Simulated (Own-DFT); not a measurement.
Simulation results for Hf$_{36}$O$_{71}$ (tetragonal hafnia with one neutral oxygen vacancy, atoms displaced)

All values are calculated (Own-DFT development build). A calculation, not a measurement: plane-wave PBE and HSE06 DFT by an unreviewed code, no spin, of a simulated cell at Gamma alone, so results move with cell size and shape, stress positive in tension, energies less offsets, not probed for a lower state with spin; hafnium file: forces about 75 meV/angstrom off all-electron values; oxygen file: force components 24 meV/angstrom off all-electron in a glass; k mesh not checked against a denser one; forces and stress are PBE's, HSE06 gives the energy alone, and its difference from PBE has offsets of its own; offsets are fitted by least squares, one for each functional and potential file, so energies compare only between cells with the same atoms and settings and are not formation energies; the far tail of each file's local potential was reset to the Coulomb form; each entry is a single point on an unrelaxed cell, so the pressure reflects the starting lattice, taken from the Materials Project, from which strain is counted, and rises with the displacements; printed positions are rounded, which can move forces by about a meV/angstrom; the program is a retired in-house code; no spin-orbit coupling.

Settings shared by all entries: first functional PBE; second functional HSE06; exact exchange share 0.25; screening 0.11 1/bohr; exchange divergence Gygi-Baldereschi; potential files PseudoDojo norm-conserving, scalar-relativistic, made for PBE, standard set; wave cutoff 48 hartree; occupations fixed; k mesh 1 x 1 x 1 centred on Gamma.

```yaml
- entry: 1
  formula: Hf36O71
  kind: "tetragonal hafnia with one neutral oxygen vacancy, atoms displaced"
  structure:
    cell_angstrom: [[10.78, 0.0, 0.0], [0.0, 10.78, 0.0], [0.0, 0.0, 10.4493]]
    atoms_fractional:
      - [Hf, 0.99743, 0.99991, 0.00662]
      - [Hf, 0.16434, 0.16487, 0.25255]
      - [O, 0.99866, 0.15682, 0.15383]
      - [O, 0.16468, 0.00546, 0.35793]
      - [O, 0.00208, 0.16637, 0.3981]
      - [O, 0.16823, 0.01045, 0.09956]
      - [Hf, 0.00758, 0.99404, 0.50428]
      - [Hf, 0.16829, 0.17147, 0.75218]
      - [O, 0.00082, 0.1722, 0.64887]
      - [O, 0.15456, 0.00532, 0.85188]
      - [O, 0.0112, 0.16534, 0.89713]
      - [O, 0.17154, 0.00779, 0.60082]
      - [Hf, 0.00058, 0.33261, 0.00759]
      - [Hf, 0.16405, 0.50403, 0.25176]
      - [O, 0.00085, 0.49715, 0.15635]
      - [O, 0.16936, 0.33196, 0.34247]
      - [O, 0.99747, 0.49962, 0.40395]
      - [O, 0.16058, 0.32842, 0.09615]
      - [Hf, 0.99874, 0.3331, 0.50707]
      - [Hf, 0.17047, 0.50108, 0.7367]
      - [O, 0.00589, 0.49826, 0.65068]
      - [O, 0.17091, 0.33449, 0.84135]
      - [O, 0.99829, 0.4915, 0.9016]
      - [O, 0.16693, 0.33396, 0.60373]
      - [Hf, 0.98754, 0.66726, 0.00335]
      - [Hf, 0.16045, 0.8245, 0.24811]
      - [O, 0.00935, 0.83947, 0.15841]
      - [O, 0.16648, 0.67823, 0.34995]
      - [O, 0.99572, 0.84568, 0.40377]
      - [O, 0.17254, 0.66396, 0.10343]
      - [Hf, 0.00153, 0.65994, 0.50267]
      - [Hf, 0.16553, 0.83477, 0.74633]
      - [O, 0.00326, 0.83607, 0.65936]
      - [O, 0.17058, 0.67092, 0.85354]
      - [O, 0.00295, 0.83474, 0.90817]
      - [O, 0.1713, 0.66624, 0.60039]
      - [Hf, 0.33518, 0.00058, 0.00201]
      - [Hf, 0.49045, 0.16962, 0.2456]
      - [O, 0.33221, 0.16379, 0.14943]
      - [O, 0.50237, 0.99488, 0.33653]
      - [O, 0.33012, 0.16506, 0.40724]
      - [O, 0.49237, 0.99833, 0.09474]
      - [Hf, 0.33518, 0.00171, 0.50528]
      - [Hf, 0.50275, 0.17199, 0.7573]
      - [O, 0.33044, 0.1593, 0.65153]
      - [O, 0.50004, 0.00351, 0.8385]
      - [O, 0.33214, 0.16993, 0.89982]
      - [O, 0.49881, 0.00301, 0.59455]
      - [Hf, 0.34066, 0.3367, 0.99229]
      - [Hf, 0.50673, 0.5028, 0.2389]
      - [O, 0.33062, 0.50323, 0.15189]
      - [O, 0.49331, 0.33801, 0.34242]
      - [O, 0.33637, 0.4975, 0.40295]
      - [O, 0.49729, 0.33076, 0.10232]
      - [Hf, 0.3333, 0.33618, 0.4977]
      - [Hf, 0.50828, 0.49258, 0.74834]
      - [O, 0.34145, 0.50055, 0.64874]
      - [O, 0.49799, 0.33296, 0.84584]
      - [O, 0.33481, 0.50497, 0.89781]
      - [O, 0.50165, 0.33382, 0.59791]
      - [Hf, 0.3276, 0.67062, 0.00046]
      - [Hf, 0.50219, 0.83678, 0.24867]
      - [O, 0.32878, 0.83457, 0.14995]
      - [O, 0.49853, 0.66802, 0.34207]
      - [O, 0.33245, 0.83094, 0.40051]
      - [O, 0.50216, 0.66945, 0.09648]
      - [Hf, 0.33583, 0.6684, 0.49787]
      - [Hf, 0.49636, 0.83592, 0.75312]
      - [O, 0.33212, 0.83672, 0.64809]
      - [O, 0.51094, 0.66563, 0.85023]
      - [O, 0.3303, 0.83286, 0.89663]
      - [O, 0.49427, 0.67065, 0.59188]
      - [Hf, 0.67219, 0.99389, 0.99474]
      - [Hf, 0.84107, 0.16748, 0.25317]
      - [O, 0.66199, 0.16727, 0.15943]
      - [O, 0.82772, 0.01028, 0.35029]
      - [O, 0.66848, 0.16911, 0.40842]
      - [O, 0.8262, 0.00106, 0.09769]
      - [Hf, 0.6734, 0.99496, 0.50404]
      - [Hf, 0.83868, 0.16673, 0.74907]
      - [O, 0.66006, 0.17227, 0.65244]
      - [O, 0.82954, 0.99813, 0.84911]
      - [O, 0.66081, 0.1735, 0.91072]
      - [O, 0.8304, 0.0021, 0.60563]
      - [Hf, 0.66821, 0.33902, 0.99795]
      - [Hf, 0.8284, 0.50267, 0.25648]
      - [O, 0.65993, 0.4965, 0.14828]
      - [O, 0.83605, 0.34038, 0.34806]
      - [O, 0.67013, 0.50936, 0.40206]
      - [O, 0.84094, 0.33443, 0.10097]
      - [Hf, 0.67485, 0.33579, 0.50176]
      - [Hf, 0.82718, 0.50428, 0.75846]
      - [O, 0.66601, 0.50564, 0.65335]
      - [O, 0.83614, 0.32698, 0.84309]
      - [O, 0.66928, 0.496, 0.90617]
      - [O, 0.83469, 0.33296, 0.60767]
      - [Hf, 0.65355, 0.65728, 0.99631]
      - [Hf, 0.82773, 0.83729, 0.24731]
      - [O, 0.66917, 0.83009, 0.15413]
      - [O, 0.83857, 0.66049, 0.34662]
      - [O, 0.6634, 0.82955, 0.4039]
      - [O, 0.83837, 0.67096, 0.10803]
      - [Hf, 0.68038, 0.66653, 0.5045]
      - [Hf, 0.83762, 0.829, 0.75068]
      - [O, 0.66682, 0.83214, 0.64618]
      - [O, 0.66699, 0.834, 0.90115]
      - [O, 0.83368, 0.66341, 0.58925]
  results:
    "PBE_energy_of_cell_above_offsets [eV]": "-96.118"
    "HSE06_less_PBE_above_offsets [eV]": "0.097"
    "PBE_pressure [GPa]": 2.59
    "PBE_stress_xx [GPa]": -3.08
    "PBE_stress_yy [GPa]": -1.61
    "PBE_stress_zz [GPa]": -3.06
    "PBE_stress_yz [GPa]": -0.43
    "PBE_stress_xz [GPa]": -0.47
    "PBE_stress_xy [GPa]": -0.02
    force_element: [Hf, Hf, O, O, O, O, Hf, Hf, O, O, O, O, Hf, Hf, O, O, O, O, Hf, Hf, O, O, O, O, Hf, Hf, O, O, O, O, Hf, Hf, O, O, O, O, Hf, Hf, O, O, O, O, Hf, Hf, O, O, O, O, Hf, Hf, O, O, O, O, Hf, Hf, O, O, O, O, Hf, Hf, O, O, O, O, Hf, Hf, O, O, O, O, Hf, Hf, O, O, O, O, Hf, Hf, O, O, O, O, Hf, Hf, O, O, O, O, Hf, Hf, O, O, O, O, Hf, Hf, O, O, O, O, Hf, Hf, O, O, O]
    "force_x [eV/angstrom]": [2.08, 0.622, -0.259, -0.153, -0.571, -0.319, 0.29, -0.017, -0.277, 0.852, -1.668, -1.383, 0.8, 1.178, -0.545, -0.209, 0.645, 1.603, 0.638, 1.264, -2.076, 0.299, -1.031, 0.111, 2.872, 3.626, -3.692, -1.073, -0.445, -2.115, 1.231, 1.968, -1.327, -0.443, -1.423, -1.171, -1.748, 1.493, -0.371, -0.026, 0.603, 2.137, -0.141, -0.933, 1.233, 0.207, 0.452, 1.325, -2.211, -3.893, 0.503, 0.503, -1.104, 0.58, 0.588, -3.09, -0.455, 0.27, 0.563, 0.347, -0.33, -1.615, 0.358, -0.033, 0.219, -0.823, 0.948, -0.144, -0.034, 0.253, 0.902, 1.895, -1.641, -2.178, 0.868, -0.114, 0.038, 1.037, -1.538, -0.344, 1.623, -0.001, 0.05, 1.218, 0.55, 0.827, 2.92, -0.263, 0.124, -2.042, -1.446, 2.281, 1.308, -0.875, 0.709, -0.229, 0.892, 0.817, -0.31, 0.146, 1.24, -1.623, -5.049, -1.235, 0.762, 0.411, 2.757]
    "force_y [eV/angstrom]": [1.254, -0.634, 0.147, -1.245, 0.614, -0.509, 2.727, -0.927, -0.091, -1.592, 0.513, -1.042, -0.535, -0.696, 0.641, 0.988, 0.273, 0.237, -1.103, -0.062, 0.84, 1.31, 2.03, 0.451, -1.001, 3.194, -0.019, -3.22, -2.966, 0.198, 0.596, 0.589, -0.309, -0.619, -1.094, -0.101, 0.259, -0.227, 0.388, 1.604, 0.594, -0.389, -0.396, -1.548, 0.83, -0.723, -0.294, -0.578, 0.068, 0.016, -0.293, -0.136, 1.123, 0.539, -0.546, 1.532, -0.348, 1.385, -0.391, 0.517, -0.343, -0.886, -0.182, -0.481, 0.763, -0.301, 0.076, -0.388, -0.035, -0.333, 0.569, -0.039, 1.881, 0.772, 0.192, -2.192, 0.578, -0.624, 1.311, -0.609, -0.039, -0.047, -1.013, -0.325, -3.588, -0.975, 0.349, -0.843, -1.578, 0.047, -1.687, -1.483, 0.031, 1.745, 0.761, 0.519, 2.768, 0.299, 0.267, 2.513, 0.154, -0.149, 1.109, 1.276, -0.283, -1.471, 0.094]
    "force_z [eV/angstrom]": [-0.932, -0.124, -0.57, -0.742, 0.82, -0.273, -0.168, 0.084, 0.01, -0.742, 1.133, 0.371, -1.612, -0.242, 0.002, 0.681, 0.274, 0.008, -0.596, 2.329, -0.239, 0.507, 0.232, -1.232, -0.841, 0.816, -1.566, 1.211, 0.017, 0.02, -0.955, 2.064, -1.106, -0.906, -0.032, -0.179, -0.267, 1.041, -0.025, 1.012, -0.748, -0.532, -0.971, -2.482, 0.645, 1.104, 0.323, -0.012, 0.864, 3.024, -0.224, 0.27, -0.071, -1.549, -0.132, -0.95, 0.436, 1.456, 0.345, -0.004, -0.271, 0.315, -0.298, -0.47, 0.249, -0.188, -0.851, -1.533, 0.693, -0.376, 0.105, 0.802, 0.734, 0.161, -0.098, -0.097, 0.613, 0.637, -0.689, -0.498, 0.849, 0.14, -0.509, -0.197, 2.664, -1.197, -1.256, 0.878, -0.266, -0.165, -0.692, -0.23, 0.089, 0.869, -2.014, -0.948, 0.439, 1.257, -0.811, 0.753, -0.546, -0.981, -1.689, 0.501, 1.285, -0.13, 2.898]
- entry: 2
  formula: Hf36O71
  kind: "tetragonal hafnia with one neutral oxygen vacancy, atoms displaced"
  structure:
    cell_angstrom: [[10.78, 0.0, 0.0], [0.0, 10.78, 0.0], [0.0, 0.0, 10.4493]]
    atoms_fractional:
      - [Hf, 0.98697, 0.01111, 0.00209]
      - [Hf, 0.17387, 0.16378, 0.24641]
      - [O, 0.00938, 0.16843, 0.1523]
      - [O, 0.17119, 0.99568, 0.34728]
      - [O, 0.0061, 0.17428, 0.40409]
      - [O, 0.16404, 0.00045, 0.08853]
      - [Hf, 0.0022, 0.0089, 0.49984]
      - [Hf, 0.16632, 0.16695, 0.7571]
      - [O, 0.99218, 0.16699, 0.65933]
      - [O, 0.16532, 0.99474, 0.84565]
      - [O, 0.00328, 0.15623, 0.90076]
      - [O, 0.15978, 0.99641, 0.59268]
      - [Hf, 0.99411, 0.32326, 1.0]
      - [Hf, 0.17042, 0.50253, 0.24882]
      - [O, 0.0049, 0.50071, 0.14966]
      - [O, 0.16651, 0.34005, 0.34155]
      - [O, 0.99945, 0.50431, 0.39626]
      - [O, 0.17104, 0.33467, 0.10154]
      - [Hf, 0.99788, 0.33263, 0.50555]
      - [Hf, 0.16834, 0.50391, 0.75331]
      - [O, 0.00601, 0.49758, 0.66166]
      - [O, 0.16771, 0.33503, 0.85034]
      - [O, 0.99523, 0.50264, 0.90215]
      - [O, 0.15314, 0.3394, 0.60177]
      - [Hf, 0.99819, 0.67294, 0.99638]
      - [Hf, 0.16598, 0.83458, 0.24884]
      - [O, 0.99671, 0.82504, 0.14767]
      - [O, 0.16953, 0.67994, 0.343]
      - [O, 0.00658, 0.83769, 0.40062]
      - [O, 0.17173, 0.67374, 0.09027]
      - [Hf, 0.00275, 0.66772, 0.50017]
      - [Hf, 0.16824, 0.83533, 0.74561]
      - [O, 0.99497, 0.83607, 0.64675]
      - [O, 0.16749, 0.6715, 0.84154]
      - [O, 0.99561, 0.82614, 0.898]
      - [O, 0.16465, 0.66337, 0.59572]
      - [Hf, 0.33282, 0.00695, 0.0023]
      - [Hf, 0.50396, 0.16254, 0.25169]
      - [O, 0.33377, 0.16487, 0.15467]
      - [O, 0.50056, 0.99734, 0.34063]
      - [O, 0.33374, 0.16166, 0.40334]
      - [O, 0.49872, 0.99356, 0.09938]
      - [Hf, 0.35219, 0.00058, 0.50743]
      - [Hf, 0.50149, 0.16265, 0.74548]
      - [O, 0.3335, 0.17405, 0.6578]
      - [O, 0.50239, 0.99979, 0.8428]
      - [O, 0.33006, 0.16759, 0.90018]
      - [O, 0.50444, 0.9958, 0.59788]
      - [Hf, 0.33038, 0.33453, 0.99601]
      - [Hf, 0.49942, 0.50321, 0.24981]
      - [O, 0.3324, 0.49489, 0.14562]
      - [O, 0.50476, 0.32752, 0.34445]
      - [O, 0.33044, 0.49615, 0.39808]
      - [O, 0.50489, 0.33672, 0.0998]
      - [Hf, 0.32716, 0.32951, 0.50384]
      - [Hf, 0.50015, 0.49791, 0.75128]
      - [O, 0.34129, 0.49259, 0.6588]
      - [O, 0.5018, 0.3398, 0.84529]
      - [O, 0.32668, 0.5013, 0.90263]
      - [O, 0.50374, 0.31791, 0.59904]
      - [Hf, 0.33832, 0.66629, 0.00463]
      - [Hf, 0.4967, 0.82838, 0.25057]
      - [O, 0.33924, 0.8325, 0.15848]
      - [O, 0.49262, 0.66481, 0.35025]
      - [O, 0.33654, 0.82913, 0.40051]
      - [O, 0.49387, 0.6625, 0.0994]
      - [Hf, 0.33649, 0.67134, 0.50438]
      - [Hf, 0.49813, 0.83532, 0.75071]
      - [O, 0.33737, 0.83153, 0.65598]
      - [O, 0.49891, 0.66432, 0.84649]
      - [O, 0.33383, 0.82506, 0.90175]
      - [O, 0.49706, 0.66453, 0.59611]
      - [Hf, 0.65726, 0.00089, 0.00858]
      - [Hf, 0.83137, 0.16047, 0.2487]
      - [O, 0.65911, 0.16858, 0.14843]
      - [O, 0.82881, 0.00855, 0.34479]
      - [O, 0.66548, 0.16673, 0.41483]
      - [O, 0.84048, 0.00085, 0.09544]
      - [Hf, 0.66922, 0.99911, 0.49884]
      - [Hf, 0.82917, 0.17163, 0.74418]
      - [O, 0.65796, 0.17305, 0.65353]
      - [O, 0.83821, 0.00043, 0.847]
      - [O, 0.6656, 0.16139, 0.90473]
      - [O, 0.83352, 0.99747, 0.6009]
      - [Hf, 0.6647, 0.33472, 0.99529]
      - [Hf, 0.83134, 0.4984, 0.24517]
      - [O, 0.67035, 0.50364, 0.15296]
      - [O, 0.8328, 0.33061, 0.33706]
      - [O, 0.67437, 0.49972, 0.39981]
      - [O, 0.82788, 0.33598, 0.09554]
      - [Hf, 0.66005, 0.33078, 0.49663]
      - [Hf, 0.82994, 0.5021, 0.7518]
      - [O, 0.67259, 0.49967, 0.65528]
      - [O, 0.83304, 0.33274, 0.84049]
      - [O, 0.66801, 0.50967, 0.90595]
      - [O, 0.83529, 0.34609, 0.5989]
      - [Hf, 0.66925, 0.67226, 0.00285]
      - [Hf, 0.83523, 0.83033, 0.25239]
      - [O, 0.67032, 0.8279, 0.15324]
      - [O, 0.82571, 0.6664, 0.34867]
      - [O, 0.66946, 0.82674, 0.41119]
      - [O, 0.82957, 0.66301, 0.0886]
      - [Hf, 0.65609, 0.6697, 0.5003]
      - [Hf, 0.83801, 0.8334, 0.75098]
      - [O, 0.8318, 0.66104, 0.84731]
      - [O, 0.66899, 0.8262, 0.90724]
      - [O, 0.83141, 0.66169, 0.6029]
  results:
    "PBE_energy_of_cell_above_offsets [eV]": "-96.266"
    "HSE06_less_PBE_above_offsets [eV]": "0.120"
    "PBE_pressure [GPa]": 3.23
    "PBE_stress_xx [GPa]": -3.68
    "PBE_stress_yy [GPa]": -1.94
    "PBE_stress_zz [GPa]": -4.08
    "PBE_stress_yz [GPa]": 1.36
    "PBE_stress_xz [GPa]": 0.2
    "PBE_stress_xy [GPa]": 0.0
    force_element: [Hf, Hf, O, O, O, O, Hf, Hf, O, O, O, O, Hf, Hf, O, O, O, O, Hf, Hf, O, O, O, O, Hf, Hf, O, O, O, O, Hf, Hf, O, O, O, O, Hf, Hf, O, O, O, O, Hf, Hf, O, O, O, O, Hf, Hf, O, O, O, O, Hf, Hf, O, O, O, O, Hf, Hf, O, O, O, O, Hf, Hf, O, O, O, O, Hf, Hf, O, O, O, O, Hf, Hf, O, O, O, O, Hf, Hf, O, O, O, O, Hf, Hf, O, O, O, O, Hf, Hf, O, O, O, O, Hf, Hf, O, O, O]
    "force_x [eV/angstrom]": [3.365, -0.784, -2.124, -0.262, -0.281, 0.528, 0.039, -0.571, 1.403, 0.74, 0.072, 2.31, 1.16, -0.934, -0.552, 0.566, 0.119, -0.707, -0.8, -0.507, -1.109, -0.211, 0.528, 2.983, 0.546, -0.476, -0.179, 0.002, -1.161, -0.475, -1.422, -1.327, 0.976, -0.237, -0.194, 1.243, -1.244, -1.173, 1.471, 0.287, 0.192, -0.351, -4.585, -0.173, -0.741, -0.216, 0.171, 1.093, 0.161, 0.168, 0.717, -0.096, 0.457, -0.804, -0.134, 1.573, -1.424, 0.097, 0.34, -1.534, -1.522, 0.176, -0.867, 0.65, 0.849, 2.001, -1.449, 1.347, -0.475, -0.126, 0.378, 0.156, 1.73, 0.661, 1.604, -0.148, -0.035, -3.898, 1.449, -0.811, 2.366, -0.271, -0.179, -0.945, -0.499, 1.282, -1.521, -0.144, -1.152, 0.737, 1.171, 1.579, -2.851, -0.016, -0.118, -0.906, -0.725, 0.792, -0.567, 0.679, -0.326, 1.32, 2.878, -0.423, 0.028, -0.403, 0.028]
    "force_y [eV/angstrom]": [-3.805, 0.622, -0.101, 1.25, -1.209, 0.1, -1.375, -0.239, 0.012, 0.91, 3.201, 0.535, 2.956, 0.316, -0.182, -1.766, -0.208, -0.688, 2.074, 0.215, 0.609, -0.962, -1.252, -1.045, -1.84, 0.327, 0.371, -2.416, 0.196, -0.109, -0.164, -0.498, -0.352, -0.323, 2.247, 0.175, -1.833, 1.51, -0.47, -0.177, 0.476, 0.351, -0.781, 1.962, -0.858, -0.222, -0.437, 0.193, 1.446, -1.345, 0.3, 0.716, 0.48, -0.242, 0.879, 1.298, -0.254, -2.016, -0.28, 1.057, -0.298, -0.385, 0.439, 0.044, 1.492, 0.227, -1.04, -1.817, 0.452, 0.509, 2.305, 0.421, -0.786, 2.831, -1.083, -2.054, -0.884, 0.53, -1.157, -1.092, -0.741, 0.433, 0.502, 0.279, 1.087, 0.419, -0.084, -0.871, -0.201, -0.741, 2.195, 0.615, -0.281, -0.908, -2.087, -1.443, -1.724, -1.119, 0.771, 0.725, 2.428, 0.291, -2.35, -0.81, 1.927, 2.855, 0.837]
    "force_z [eV/angstrom]": [-1.479, 1.433, -0.406, -0.627, -0.191, 0.656, -0.172, -0.309, -0.889, -0.383, -0.667, 0.685, 0.221, -0.374, 0.297, 0.928, 1.176, -1.086, -1.235, 0.383, -0.886, 0.091, 0.712, -0.116, 0.357, -0.874, 0.754, 0.702, -0.057, 0.535, -0.171, 0.656, 0.317, -0.172, -0.437, -0.025, -0.653, -0.15, -0.828, 1.504, 0.682, -0.035, -2.538, 1.457, -0.804, 0.909, 0.223, 0.934, 0.923, -0.776, 0.756, 0.491, 1.131, -0.77, -0.384, 0.336, -1.37, 0.602, 0.063, -0.841, -1.469, -0.081, -0.711, 0.194, 1.229, 1.192, -1.339, 1.23, -1.203, -0.39, 0.403, 0.743, -1.806, -0.76, 0.523, 0.811, -1.814, 2.022, 0.712, 0.754, -0.337, -0.026, -0.098, -0.906, 0.045, 0.604, 0.074, 0.479, 0.435, -0.669, 0.582, -0.369, -0.58, 1.367, -0.145, -0.815, -0.249, 0.104, 0.635, -0.778, -0.541, 1.499, 0.8, 0.164, 0.097, -0.859, -0.962]
```
